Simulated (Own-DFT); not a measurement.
# What a defect does to the pressure of its cell: C11b WSi2

The numbers are computed, not measured, by runs of the plane-wave DFT program Own-DFT (in-house, retired, unreviewed) at fixed positions, with no spin and no spin-orbit coupling.

Settings: PBEsol; PseudoDojo norm-conserving scalar-relativistic files, made for PBE; cutoff 50 hartree; 5 x 5 x 5 k mesh centred on Gamma; cold (Marzari-Vanderbilt) smearing of 0.2 eV.

Limits: forces on such cells failed a check on a denser k mesh; stress not checked against mesh or cutoff.

All runs share one cell, with vectors in Å (-2.148, -5.953, 3.409); (-6.444, 2.976, 1.136); (-2.553, -2.948, -6.757) and a volume of 403.2 Å³. u is the rms random offset of the atoms per axis. The defect's site can differ from row to row.

| cell | formula | u (Å) | P (GPa) |
|---|---|---|---|
| no defect | Si20W10 | 0.0171 | 0.14 |
| no defect | Si20W10 | 0.0202 | 0.26 |
| no defect | Si20W10 | 0.0525 | 1.67 |
| one Si on a W site | Si21W9 | 0.0280 | 2.36 |
| one Si on a W site | Si21W9 | 0.0305 | 2.65 |
| one Si on a W site | Si21W9 | 0.0568 | 4.59 |
| one Si vacancy | Si19W10 | 0.0294 | -0.76 |
| one Si vacancy | Si19W10 | 0.0461 | -0.09 |
| one Si vacancy | Si19W10 | 0.0466 | 0.62 |
| one W on a Si site | Si19W11 | 0.0274 | 5.14 |
| one W on a Si site | Si19W11 | 0.0278 | 5.72 |
| one W on a Si site | Si19W11 | 0.0497 | ? |
| one W on a Si site | Si19W11 | 0.0509 | 7.09 |

## What the rows give

P = P0 + c u² + a shift for each defect gives P0 = -0.22 GPa, c = 788 ± 88 GPa/Å² and a scatter of 0.29 GPa. The shifts, and each times the cell's volume:

- one W on a Si site: 5.12 ± 0.24 GPa, 12.9 eV
- one Si on a W site: 2.12 ± 0.24 GPa, 5.3 eV
- one Si vacancy: -1.22 ± 0.24 GPa, -3.1 eV

Against the defect-free cell, a freed cell would be larger where the shift is positive and smaller where it is negative (160.2 GPa Å³ is 1 eV). The atoms around the defects weren't relaxed, which would change these numbers.

## Withheld run

Asked: what pressure belongs in the blank (one W on a Si site, u = 0.0497 Å)?

From the fit: 6.85 ± 0.35 GPa. The calculation gave 6.99 GPa.
